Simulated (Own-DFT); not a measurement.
# How strain changes the stress of zincblende GaAs, 64 atoms (As32Ga32)

No measurement is shown. These are fixed-geometry runs of a retired plane-wave code named Own-DFT, which no person has reviewed; spin and spin-orbit coupling are neglected.

Common settings: PBE; PseudoDojo norm-conserving scalar-relativistic files; cutoff 42 hartree; 3 x 3 x 3 k mesh centred on Gamma; Fermi-Dirac smearing of 0.1 eV.

Known weak points: forces not confirmed at this smearing and k mesh; stress not checked against mesh or cutoff.

Unstrained cell vectors in Å: (11.307, 0.000, 0.000); (0.000, 11.307, 0.000); (0.000, 0.000, 11.307). The unstrained cell has measured lattice constants (interpolated for alloys), not those of this functional. That, the random moves and any unrelaxed bonds set the pressure at no strain. The cell is deformed uniformly in each run, and the atoms keep their fractional places. All atoms carry random offsets, Gaussian with a width of 0.05 Å per axis. Strains are tensor components in per cent; tension counts as positive stress, and P is minus the mean normal stress.

| run | e_xx (%) | e_yy (%) | e_zz (%) | e_yz (%) | e_xz (%) | e_xy (%) | s_xx (GPa) | s_yy (GPa) | s_zz (GPa) | s_yz (GPa) | s_xz (GPa) | s_xy (GPa) | P (GPa) | E (meV/atom) |
|---|---|---|---|---|---|---|---|---|---|---|---|---|---|---|
| 1 | 0.17 | -1.91 | -1.50 | 0.04 | 0.01 | -0.29 | -5.87 | -7.16 | -6.94 | 0.57 | -0.49 | -1.34 | 6.66 | 34.9 |
| 2 | 0.43 | -1.24 | 1.13 | -0.35 | -0.84 | -1.46 | -3.75 | -4.56 | -3.30 | -0.83 | -2.19 | -2.43 | 3.87 | 17.5 |
| 3 | -0.57 | 1.36 | 0.22 | -0.50 | -1.83 | 0.81 | -3.93 | -2.80 | -3.53 | -0.85 | -3.01 | 0.92 | 3.42 | 16.0 |
| 4 | 1.13 | -0.16 | 1.56 | -1.07 | -0.25 | -1.69 | -2.07 | -2.81 | -1.84 | -1.90 | -0.75 | -2.43 | 2.24 | 5.1 |
| 5 | 0.25 | 1.40 | -0.05 | 1.71 | 0.84 | 0.19 | -2.92 | -2.25 | -3.07 | 2.18 | 1.26 | 0.21 | 2.74 | 0.0 |
| 6 | -0.81 | 1.34 | 0.89 | 1.62 | 1.25 | 0.55 | -3.77 | -2.77 | -2.98 | 2.73 | 1.83 | 0.68 | 3.17 | 17.9 |
| 7 | 1.97 | 1.34 | 1.02 | 0.59 | -1.09 | 1.23 | -0.88 | -1.14 | -1.40 | 0.96 | -1.36 | 1.52 | 1.14 | 6.6 |
| 8 | 0.27 | 1.78 | -0.05 | 1.47 | -0.15 | 1.56 | -2.82 | -2.01 | -3.10 | 2.22 | -0.03 | 2.08 | 2.64 | 7.9 |
| 9 | 0.37 | -0.24 | -1.19 | -0.78 | 0.98 | -0.58 | -4.50 | -4.80 | -5.38 | -1.19 | 2.06 | -0.99 | 4.89 | 21.4 |
| 10 | -0.30 | -0.13 | -1.28 | -1.00 | 1.77 | 1.23 | -5.47 | -5.46 | -6.26 | -2.58 | 3.65 | 2.14 | 5.73 | 41.0 |
| 11 | -0.02 | -1.61 | -1.61 | -0.27 | -0.50 | 1.05 | -6.09 | -7.14 | -7.22 | -0.10 | -0.74 | 1.97 | 6.82 | 41.2 |
| 12 | 0.56 | 1.70 | 1.26 | 0.92 | -0.24 | 1.58 | -1.93 | -1.35 | -1.65 | 0.67 | -0.52 | 2.06 | 1.65 | 10.2 |
| 13 | -1.20 | -0.11 | -1.48 | -0.29 | 1.37 | -1.12 | -6.66 | -5.84 | -6.69 | -0.63 | 1.96 | -2.07 | 6.40 | 36.8 |
| 14 | 0.16 | 0.42 | -0.77 | -0.25 | 1.02 | -0.39 | -4.06 | -3.96 | -4.56 | -0.12 | 2.28 | -0.91 | 4.19 | 15.3 |
| 15 | 1.83 | -0.83 | 1.26 | 1.45 | -1.00 | 1.75 | ? | ? | ? | ? | ? | ? | ? | ? |

E is the free energy for each atom above the lowest run shown.

## What the rows give

Each stress component was fitted by least squares to a constant and the strains of the runs shown, as fractions, with shears doubled. Shear strains stay in the fit of a normal stress only where such slopes are resolved. The slopes, in GPa:

```
stress,at no strain,per e_xx,per e_yy,per e_zz,scatter
s_xx,-4.2,111 ± 6,57 ± 4,58 ± 5,0.15
s_yy,-4.2,60 ± 5,122 ± 4,53 ± 4,0.12
s_zz,-4.3,60 ± 6,67 ± 5,108 ± 5,0.14
```

Also, s_yy gains -6 ± 2 per 2 e_xy; s_zz gains -7 ± 2 per 2 e_xy.

The slope of each shear stress on twice its own strain, from a fit on all six strains: yz 90 ± 8, xz 90 ± 3, xy 84 ± 7 GPa. These are stiffnesses along x, y and z of the frame in which the cell vectors are given, which need not be the crystal's axes. The atoms are held to the strained lattice; where symmetry lets them move under strain, relaxing them would lower some slopes. Slopes across the diagonal should nearly agree, so their difference gauges the noise. A ninth of the table's sum, 77 ± 2 GPa, estimates the bulk modulus near the mean pressure of these runs, 4.0 GPa, so it lies above the value at zero pressure.

## Test on the hidden row

The question: what normal stresses and pressure should run 15 give?

Estimate: s_xx = -1.9, s_yy = -3.7, s_zz = -2.6 and P = 2.7 GPa. DFT gave -1.84, -3.41, -2.26 and P = 2.50 GPa.
